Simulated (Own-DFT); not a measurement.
# Computed records: Al₃GaN₄ (wurtzite random alloy, strained, atoms displaced)

A calculation, not a measurement: plane-wave PBE density functional theory by an unreviewed code, no spin, of a simulated periodic cell, stress positive in tension, free energy of the whole cell less one offset for each atom, forces on such cells passed a denser k mesh, this cell's mesh not checked; offsets are fitted by least squares, one for each functional and potential file, so energies compare only between cells with the same atoms and settings and are not formation energies; the far tail of each file's local potential was reset to the Coulomb form; each entry is a single point on an unrelaxed cell, so the pressure reflects the starting lattice, mostly measured values, from which strain is counted, and rises with the displacements; printed positions are rounded, which can move forces by about a meV/angstrom; the program is a retired in-house code; no spin-orbit coupling. Program: Own-DFT development build.

Settings shared by all entries: functional PBE; potential files PseudoDojo norm-conserving, scalar-relativistic, standard set with the stringent files for Ga; wave cutoff 96 hartree; occupations Gaussian; smearing width 0.01 eV; k mesh 4 x 4 x 3 centred on Gamma.

```yaml
- entry: 1
  formula: Al3GaN4
  kind: "wurtzite random alloy, strained, atoms displaced"
  structure:
    cell_angstrom: [[9.4172, 0.0, 0.0], [-4.7086, 8.1556, 0.0], [0.0, 0.0, 10.0655]]
    atoms_fractional:
      - [Al, 0.1158, 0.22268, 0.00679]
      - [Ga, 0.21608, 0.11, 0.24239]
      - ["N", 0.12006, 0.22832, 0.19361]
      - ["N", 0.21211, 0.10486, 0.43868]
      - [Al, 0.11303, 0.23841, 0.50536]
      - [Al, 0.21791, 0.10569, 0.7507]
      - ["N", 0.1151, 0.2283, 0.6869]
      - ["N", 0.22226, 0.11238, 0.94257]
      - [Ga, 0.10811, 0.55282, 0.99769]
      - [Al, 0.22196, 0.44415, 0.25468]
      - ["N", 0.11758, 0.55756, 0.18509]
      - ["N", 0.22449, 0.44826, 0.43505]
      - [Ga, 0.10725, 0.55502, 0.50675]
      - [Al, 0.21678, 0.44796, 0.74804]
      - ["N", 0.11129, 0.55862, 0.69084]
      - ["N", 0.22075, 0.4428, 0.94311]
      - [Ga, 0.11422, 0.8861, 0.99592]
      - [Al, 0.23155, 0.78472, 0.2552]
      - ["N", 0.10237, 0.8915, 0.19318]
      - ["N", 0.23903, 0.77684, 0.43805]
      - [Al, 0.11608, 0.88022, 0.50636]
      - [Al, 0.2176, 0.76818, 0.74868]
      - ["N", 0.10064, 0.88375, 0.69554]
      - ["N", 0.2167, 0.77207, 0.93395]
      - [Al, 0.45306, 0.22275, 0.99791]
      - [Al, 0.54849, 0.10645, 0.2514]
      - ["N", 0.43348, 0.21187, 0.19263]
      - ["N", 0.54237, 0.0978, 0.43157]
      - [Al, 0.44708, 0.21991, 0.50034]
      - [Al, 0.55925, 0.1168, 0.746]
      - ["N", 0.44418, 0.22413, 0.68964]
      - ["N", 0.55764, 0.11262, 0.94357]
      - [Al, 0.44476, 0.55337, 0.00634]
      - [Ga, 0.55813, 0.45349, 0.25057]
      - ["N", 0.44403, 0.55157, 0.19153]
      - ["N", 0.55661, 0.44703, 0.44473]
      - [Al, 0.43857, 0.55302, 0.49202]
      - [Al, 0.56499, 0.44924, 0.75669]
      - ["N", 0.45197, 0.5641, 0.69246]
      - ["N", 0.55599, 0.44374, 0.93676]
      - [Al, 0.44235, 0.89444, 0.00658]
      - [Al, 0.56315, 0.78822, 0.24505]
      - ["N", 0.44426, 0.88654, 0.18445]
      - ["N", 0.54877, 0.77552, 0.43561]
      - [Al, 0.4473, 0.89894, 0.49905]
      - [Al, 0.55564, 0.7884, 0.75036]
      - ["N", 0.4509, 0.88895, 0.69781]
      - ["N", 0.54455, 0.77482, 0.93605]
      - [Al, 0.77487, 0.22022, 0.00097]
      - [Al, 0.88759, 0.10885, 0.25115]
      - ["N", 0.78548, 0.22665, 0.1853]
      - ["N", 0.88949, 0.11187, 0.44867]
      - [Al, 0.77993, 0.23126, 0.50004]
      - [Al, 0.88867, 0.11364, 0.74761]
      - ["N", 0.78694, 0.22848, 0.68683]
      - ["N", 0.87473, 0.10048, 0.93172]
      - [Ga, 0.78785, 0.55282, 0.0009]
      - [Al, 0.8807, 0.4468, 0.25531]
      - ["N", 0.76942, 0.55776, 0.19909]
      - ["N", 0.89279, 0.45111, 0.43893]
      - [Al, 0.77586, 0.55904, 0.50287]
      - [Ga, 0.88158, 0.44233, 0.74638]
      - ["N", 0.78484, 0.55964, 0.68913]
      - ["N", 0.8855, 0.4427, 0.93566]
      - [Al, 0.77573, 0.89317, 0.99338]
      - [Ga, 0.89671, 0.78089, 0.26057]
      - ["N", 0.77906, 0.89264, 0.1933]
      - ["N", 0.88921, 0.76864, 0.45127]
      - [Al, 0.77551, 0.89106, 0.50108]
      - [Ga, 0.89407, 0.79666, 0.74752]
      - ["N", 0.78944, 0.89903, 0.67568]
      - ["N", 0.90353, 0.78889, 0.93636]
  results:
    "free_energy_of_cell_above_offsets [eV]": "-22.265"
    "pressure [GPa]": 5.51
    "stress_xx [GPa]": -4.25
    "stress_yy [GPa]": -4.68
    "stress_zz [GPa]": -7.61
    "stress_yz [GPa]": 0.85
    "stress_xz [GPa]": -0.31
    "stress_xy [GPa]": 0.46
    force_element: [Al, Ga, "N", "N", Al, Al, "N", "N", Ga, Al, "N", "N", Ga, Al, "N", "N", Ga, Al, "N", "N", Al, Al, "N", "N", Al, Al, "N", "N", Al, Al, "N", "N", Al, Ga, "N", "N", Al, Al, "N", "N", Al, Al, "N", "N", Al, Al, "N", "N", Al, Al, "N", "N", Al, Al, "N", "N", Ga, Al, "N", "N", Al, Ga, "N", "N", Al, Ga, "N", "N", Al, Ga, "N", "N"]
    "force_x [eV/angstrom]": [-0.785, 0.613, -2.898, 0.773, 1.163, 0.063, -0.32, 0.635, 0.399, -0.188, -1.3, -0.378, 1.069, 2.309, 0.273, 0.801, 0.167, -1.053, 3.188, -2.456, -1.085, -0.075, 4.393, 1.536, -1.68, 0.45, 2.363, 1.012, -1.906, -0.029, 0.579, 0.031, -0.383, -0.674, -1.619, 0.108, 0.991, -1.261, -0.588, 0.023, 0.186, -0.346, -0.205, 0.711, 1.798, 2.29, -2.652, 1.122, 0.65, 0.476, -1.107, -0.768, 0.415, 0.833, -1.324, 0.83, -2.312, 1.597, 2.967, -1.401, -0.02, 0.717, -1.805, 1.08, 0.435, -1.747, 0.051, -0.228, 0.299, -0.976, -2.623, -3.204]
    "force_y [eV/angstrom]": [0.033, -0.188, 0.113, 0.508, -2.472, 1.125, -0.164, 0.85, -0.018, 0.591, 0.329, -0.457, 0.493, -0.068, -0.639, -0.715, 0.84, -1.15, -1.263, 0.376, 1.246, 2.107, 1.51, 1.009, 0.216, 0.674, 1.33, 3.227, 0.155, -0.51, -0.321, -0.193, 0.181, -2.501, 1.688, -0.783, 1.082, 0.369, -0.601, -0.047, -1.153, -1.633, 0.729, 0.882, -2.57, -1.962, 1.624, 0.516, 0.17, 1.059, -0.311, 0.893, -1.244, 0.122, -1.714, 2.077, 1.676, 0.15, 0.184, -1.043, -1.02, 0.997, 0.073, -1.705, -1.796, -0.457, 0.213, 1.91, -0.7, -2.915, 0.336, -1.349]
    "force_z [eV/angstrom]": [-1.05, 2.191, -0.803, 1.593, -1.276, -0.137, 1.349, -0.656, 0.35, -1.619, 2.311, 1.065, -1.555, 0.987, 0.623, -0.884, 1.124, -1.394, -0.839, 0.856, -0.845, 0.526, -1.548, 0.211, 0.66, -1.64, -1.314, 1.377, -0.655, 0.844, 0.264, -0.96, -1.44, 0.968, -0.222, 0.244, 1.724, -1.96, -0.582, 1.545, -2.554, 0.744, 1.42, 0.16, 1.347, -0.122, -1.922, 1.381, -0.548, 0.6, 1.375, -1.426, -0.766, -0.707, -0.449, 0.865, 0.392, -1.331, -1.414, 0.303, 0.36, 0.628, -0.174, 0.481, 0.962, 0.061, -1.081, -0.265, -2.084, 0.752, 2.795, 0.781]
- entry: 2
  formula: Al3GaN4
  kind: "wurtzite random alloy, strained, atoms displaced"
  structure:
    cell_angstrom: [[9.4172, 0.0, 0.0], [-4.7086, 8.1556, 0.0], [0.0, 0.0, 10.0655]]
    atoms_fractional:
      - [Ga, 0.12112, 0.22763, 0.00248]
      - [Al, 0.23573, 0.11333, 0.24993]
      - ["N", 0.10738, 0.21463, 0.18958]
      - ["N", 0.21519, 0.09752, 0.43244]
      - [Ga, 0.11054, 0.21676, 0.49997]
      - [Al, 0.22156, 0.10263, 0.74426]
      - ["N", 0.11725, 0.22074, 0.69869]
      - ["N", 0.20871, 0.10222, 0.93856]
      - [Al, 0.10799, 0.54433, 0.99718]
      - [Al, 0.21596, 0.43965, 0.24292]
      - ["N", 0.1178, 0.56697, 0.18979]
      - ["N", 0.2225, 0.43802, 0.43604]
      - [Al, 0.11503, 0.56241, 0.4994]
      - [Al, 0.2097, 0.44574, 0.73949]
      - ["N", 0.10301, 0.55216, 0.68914]
      - ["N", 0.24631, 0.45339, 0.93583]
      - [Al, 0.11233, 0.89559, 0.00985]
      - [Al, 0.21765, 0.77053, 0.24642]
      - ["N", 0.11548, 0.90079, 0.18833]
      - ["N", 0.22095, 0.77468, 0.44538]
      - [Ga, 0.09801, 0.88084, 0.49485]
      - [Al, 0.22415, 0.76885, 0.75145]
      - ["N", 0.11358, 0.89014, 0.69569]
      - ["N", 0.22192, 0.76809, 0.94192]
      - [Al, 0.44927, 0.22768, 0.00322]
      - [Ga, 0.56349, 0.12347, 0.24301]
      - ["N", 0.44598, 0.22264, 0.18273]
      - ["N", 0.56332, 0.10742, 0.4389]
      - [Al, 0.45006, 0.21653, 0.50695]
      - [Al, 0.55258, 0.10248, 0.75048]
      - ["N", 0.45592, 0.22907, 0.69025]
      - ["N", 0.56029, 0.11048, 0.94786]
      - [Ga, 0.4365, 0.54604, 0.99669]
      - [Al, 0.55225, 0.44146, 0.2489]
      - ["N", 0.44628, 0.55013, 0.19989]
      - ["N", 0.55782, 0.43896, 0.43197]
      - [Al, 0.44721, 0.56208, 0.50234]
      - [Al, 0.55096, 0.43416, 0.7477]
      - ["N", 0.44231, 0.54995, 0.69214]
      - ["N", 0.55226, 0.44281, 0.93523]
      - [Al, 0.44454, 0.88983, 0.98614]
      - [Ga, 0.55118, 0.77445, 0.24735]
      - ["N", 0.44128, 0.88565, 0.18987]
      - ["N", 0.55937, 0.781, 0.44016]
      - [Al, 0.45259, 0.88925, 0.49493]
      - [Ga, 0.56053, 0.77843, 0.75422]
      - ["N", 0.45171, 0.89264, 0.69226]
      - ["N", 0.55701, 0.77445, 0.93823]
      - [Ga, 0.77902, 0.23033, 0.01136]
      - [Al, 0.88608, 0.1045, 0.2553]
      - ["N", 0.77741, 0.22275, 0.19525]
      - ["N", 0.88808, 0.10916, 0.44313]
      - [Ga, 0.77282, 0.2075, 0.50684]
      - [Al, 0.88777, 0.11284, 0.75382]
      - ["N", 0.76971, 0.20846, 0.68586]
      - ["N", 0.88805, 0.10297, 0.93534]
      - [Al, 0.76852, 0.5566, 0.00716]
      - [Al, 0.87594, 0.4351, 0.25132]
      - ["N", 0.78845, 0.56283, 0.19501]
      - ["N", 0.8892, 0.44408, 0.44243]
      - [Al, 0.77226, 0.54971, 0.50268]
      - [Al, 0.88826, 0.44492, 0.74667]
      - ["N", 0.77888, 0.56087, 0.6867]
      - ["N", 0.88824, 0.44591, 0.93132]
      - [Al, 0.76808, 0.89348, 0.00116]
      - [Al, 0.88069, 0.7795, 0.24606]
      - ["N", 0.77095, 0.88629, 0.19166]
      - ["N", 0.894, 0.79079, 0.44384]
      - [Al, 0.77846, 0.89265, 0.49422]
      - [Al, 0.88459, 0.76703, 0.75006]
      - ["N", 0.78106, 0.89144, 0.68603]
      - ["N", 0.8876, 0.76807, 0.93095]
  results:
    "free_energy_of_cell_above_offsets [eV]": "-21.656"
    "pressure [GPa]": 5.67
    "stress_xx [GPa]": -4.16
    "stress_yy [GPa]": -6.23
    "stress_zz [GPa]": -6.61
    "stress_yz [GPa]": -0.5
    "stress_xz [GPa]": -0.98
    "stress_xy [GPa]": -0.92
    force_element: [Ga, Al, "N", "N", Ga, Al, "N", "N", Al, Al, "N", "N", Al, Al, "N", "N", Al, Al, "N", "N", Ga, Al, "N", "N", Al, Ga, "N", "N", Al, Al, "N", "N", Ga, Al, "N", "N", Al, Al, "N", "N", Al, Ga, "N", "N", Al, Ga, "N", "N", Ga, Al, "N", "N", Ga, Al, "N", "N", Al, Al, "N", "N", Al, Al, "N", "N", Al, Al, "N", "N", Al, Al, "N", "N"]
    "force_x [eV/angstrom]": [-1.103, -1.784, -0.066, 1.65, 0.555, -0.229, -1.197, 2.988, 0.151, 0.362, -0.478, -0.476, -0.076, 3.02, 0.355, -7.526, -0.035, -0.077, 0.002, 1.118, 3.069, -1.067, 0.493, -0.513, -0.698, -0.934, -0.467, -2.393, -0.696, 0.222, -0.414, -1.559, 4.349, 0.817, -1.012, -0.566, 0.364, -0.167, -0.508, 1.544, 0.057, -0.757, -0.729, 0.139, -1.408, 0.663, -1.411, -0.74, 1.304, 0.288, 2.209, 0.494, 0.249, 0.975, 0.081, -0.756, 1.257, 1.735, -1.515, -0.025, 0.425, -1.155, 0.001, 0.026, 2.071, 1.695, 0.856, -2.992, 0.184, -0.163, 0.709, -0.787]
    "force_y [eV/angstrom]": [-0.721, -0.257, 0.679, 2.27, 0.292, 1.062, 0.238, 0.94, 1.424, 0.34, -3.892, 1.667, -1.898, -0.814, 0.414, -3.068, -1.88, 2.704, -1.815, 0.571, 0.99, 1.493, -1.674, 0.649, -1.332, -3.132, 1.324, -0.296, 0.094, 1.476, -2.692, 0.259, 3.559, 0.311, -0.778, -0.087, -1.295, 2.572, -0.215, -0.754, -1.147, -0.044, 0.634, -0.631, -0.257, -0.43, -1.193, 0.7, -0.725, 0.591, 0.464, -0.562, 2.178, -0.991, 1.663, 1.38, 0.512, 2.168, -1.278, 0.244, 0.806, -0.927, -2.226, 0.204, -0.917, 0.798, 0.959, -3.479, -0.586, 2.483, 0.072, 0.807]
    "force_z [eV/angstrom]": [-1.126, -0.111, 1.298, 0.923, 0.46, 1.389, -0.713, -0.476, 0.152, 1.243, -0.95, 0.332, -0.655, 1.054, -0.385, -2.12, -2.583, 0.861, 1.328, -1.238, 1.965, -0.001, -0.544, -0.406, -2.169, 1.378, 0.823, -0.152, -1.844, 0.748, 0.043, -1.461, 2.51, 0.321, -1.454, 1.695, -0.579, 0.332, -0.865, 0.655, 2.083, 0.382, -1.014, 0.517, 0.613, -1.455, -0.776, 1.639, -2.523, -0.386, 0.396, -1.536, -1.471, -0.948, 3.134, 1.384, -1.582, 1.323, -0.787, -0.227, -1.072, -0.51, 0.135, 1.445, -0.492, 1.054, -0.815, -2.293, 1.684, -0.412, -0.002, 2.832]
- entry: 3
  formula: Al3GaN4
  kind: "wurtzite random alloy, strained, atoms displaced"
  structure:
    cell_angstrom: [[9.4172, 0.0, 0.0], [-4.7086, 8.1556, 0.0], [0.0, 0.0, 10.0655]]
    atoms_fractional:
      - [Ga, 0.1235, 0.22727, 0.00472]
      - [Al, 0.23227, 0.11733, 0.25271]
      - ["N", 0.105, 0.2286, 0.19384]
      - ["N", 0.22077, 0.10874, 0.43229]
      - [Al, 0.10737, 0.22209, 0.48918]
      - [Al, 0.22255, 0.11141, 0.75172]
      - ["N", 0.11091, 0.2235, 0.6902]
      - ["N", 0.22803, 0.11368, 0.941]
      - [Al, 0.10401, 0.55523, 0.00088]
      - [Al, 0.21662, 0.43859, 0.24714]
      - ["N", 0.10766, 0.55128, 0.19109]
      - ["N", 0.22298, 0.44324, 0.4391]
      - [Ga, 0.1084, 0.54968, 0.49881]
      - [Al, 0.22522, 0.44334, 0.74965]
      - ["N", 0.10175, 0.55059, 0.69725]
      - ["N", 0.21685, 0.44589, 0.93945]
      - [Al, 0.1056, 0.88446, 0.0076]
      - [Al, 0.22666, 0.77473, 0.25359]
      - ["N", 0.10631, 0.88744, 0.18724]
      - ["N", 0.22167, 0.7794, 0.43435]
      - [Ga, 0.11662, 0.89556, 0.50457]
      - [Al, 0.22884, 0.76787, 0.75286]
      - ["N", 0.0993, 0.8881, 0.69002]
      - ["N", 0.2356, 0.78953, 0.93666]
      - [Al, 0.43401, 0.22033, 0.00231]
      - [Al, 0.54449, 0.09597, 0.25631]
      - ["N", 0.4455, 0.21312, 0.18573]
      - ["N", 0.55246, 0.11556, 0.44175]
      - [Al, 0.4529, 0.23315, 0.50092]
      - [Al, 0.55649, 0.10378, 0.74405]
      - ["N", 0.44084, 0.21335, 0.68796]
      - ["N", 0.56774, 0.11456, 0.94754]
      - [Al, 0.44666, 0.54587, 0.00392]
      - [Al, 0.57639, 0.44924, 0.2485]
      - ["N", 0.441, 0.55509, 0.18684]
      - ["N", 0.55201, 0.44638, 0.44167]
      - [Al, 0.45672, 0.56228, 0.496]
      - [Ga, 0.55435, 0.43997, 0.75017]
      - ["N", 0.44697, 0.55925, 0.68534]
      - ["N", 0.55712, 0.4452, 0.9318]
      - [Ga, 0.45715, 0.89288, 0.99406]
      - [Al, 0.56068, 0.78038, 0.24476]
      - ["N", 0.43481, 0.87726, 0.19409]
      - ["N", 0.5581, 0.78151, 0.44313]
      - [Al, 0.43975, 0.88019, 0.49221]
      - [Al, 0.55423, 0.76991, 0.74711]
      - ["N", 0.43898, 0.88797, 0.68246]
      - ["N", 0.56354, 0.78128, 0.93487]
      - [Ga, 0.78546, 0.21964, 0.00361]
      - [Al, 0.88424, 0.10702, 0.24152]
      - ["N", 0.77567, 0.21899, 0.18392]
      - ["N", 0.90259, 0.11634, 0.43922]
      - [Al, 0.77379, 0.21953, 0.49734]
      - [Ga, 0.88588, 0.11102, 0.74346]
      - ["N", 0.77762, 0.22573, 0.69016]
      - ["N", 0.88179, 0.10807, 0.93032]
      - [Ga, 0.77784, 0.55069, 0.99836]
      - [Al, 0.88812, 0.44529, 0.25521]
      - ["N", 0.78426, 0.55729, 0.18511]
      - ["N", 0.88657, 0.44649, 0.43815]
      - [Ga, 0.775, 0.54802, 0.49995]
      - [Al, 0.88951, 0.44925, 0.7445]
      - ["N", 0.78077, 0.5528, 0.69845]
      - ["N", 0.90071, 0.44721, 0.94398]
      - [Al, 0.79045, 0.89667, 0.99461]
      - [Al, 0.8882, 0.78273, 0.24457]
      - ["N", 0.78187, 0.88838, 0.18014]
      - ["N", 0.89236, 0.78163, 0.44542]
      - [Al, 0.78684, 0.9012, 0.49856]
      - [Al, 0.88125, 0.77089, 0.75672]
      - ["N", 0.77292, 0.88789, 0.69537]
      - ["N", 0.91008, 0.79722, 0.94265]
  results:
    "free_energy_of_cell_above_offsets [eV]": "-22.962"
    "pressure [GPa]": 5.23
    "stress_xx [GPa]": -5.83
    "stress_yy [GPa]": -3.26
    "stress_zz [GPa]": -6.6
    "stress_yz [GPa]": -0.66
    "stress_xz [GPa]": 0.36
    "stress_xy [GPa]": -1.25
    force_element: [Ga, Al, "N", "N", Al, Al, "N", "N", Al, Al, "N", "N", Ga, Al, "N", "N", Al, Al, "N", "N", Ga, Al, "N", "N", Al, Al, "N", "N", Al, Al, "N", "N", Al, Al, "N", "N", Al, Ga, "N", "N", Ga, Al, "N", "N", Al, Al, "N", "N", Ga, Al, "N", "N", Al, Ga, "N", "N", Ga, Al, "N", "N", Ga, Al, "N", "N", Al, Al, "N", "N", Al, Al, "N", "N"]
    "force_x [eV/angstrom]": [-1.88, -1.214, 1.568, 0.499, 2.697, -0.608, 1.14, -0.378, 2.42, 0.101, -0.164, 1.081, 0.252, -0.723, 1.952, 1.396, 3.378, -2.055, 0.955, 0.665, -0.145, -2.059, 1.434, -1.572, 3.18, 0.645, -0.227, 0.889, -1.334, -0.451, 0.111, -2.549, -1.515, -2.827, 1.469, 0.952, -2.054, -0.249, -0.439, -0.543, -0.698, -0.402, 1.625, 1.037, -0.593, -0.63, 1.155, 1.293, -0.573, 0.117, -0.449, -3.55, 0.619, 0.591, -0.911, 2.168, 0.613, 0.853, -0.054, 0.506, -0.497, 0.544, -0.909, -2.026, -1.059, 1.16, -1.001, -1.34, 0.186, 0.587, 0.559, -2.718]
    "force_y [eV/angstrom]": [-0.533, -1.044, -1.721, 2.135, 0.917, -0.787, 0.393, -1.049, 1.585, 1.836, 0.424, 0.227, 1.014, -0.249, 0.511, 0.988, 1.711, -0.781, 0.546, -0.394, -0.717, 1.339, -0.129, -1.617, 0.026, 1.118, 1.552, -0.727, -1.878, 0.57, 0.219, 0.662, 1.736, -1.24, -0.412, -0.34, -0.228, -0.285, -0.876, -0.843, -0.289, -0.715, 1.141, 0.31, 1.063, 1.499, -0.751, -1.712, 0.928, 0.588, -0.095, -0.959, 0.233, 0.376, 0.342, 0.005, 0.713, -0.531, 0.412, -1.86, 2.265, -1.677, 0.648, -0.415, -0.589, -0.35, 0.202, -0.474, -1.631, 1.542, -1.211, -2.663]
    "force_z [eV/angstrom]": [-1.057, -1.186, 0.222, 1.088, 1.929, -0.505, -1.099, -0.311, 0.435, 0.569, 0.214, -0.496, 0.575, -0.09, -0.919, -0.051, -1.007, -1.276, 1.444, 0.852, -0.231, -0.422, 1.628, 0.731, -0.709, -1.544, 1.131, -0.212, 0.061, 1.26, -0.076, -2.186, -1.299, 0.049, 1.054, -1.409, 0.416, -1.404, -0.22, 2.783, 0.88, 0.247, 0.205, -1.404, 1.003, 0.201, 0.167, 0.423, -1.532, 0.783, 3.994, -1.244, 0.355, 0.408, -1.432, 1.656, -0.909, -1.732, 1.663, -0.092, 1.004, 1.998, -0.773, -1.832, -0.798, 1.263, 1.026, -1.76, 1.012, -0.915, -1.536, -1.062]
```
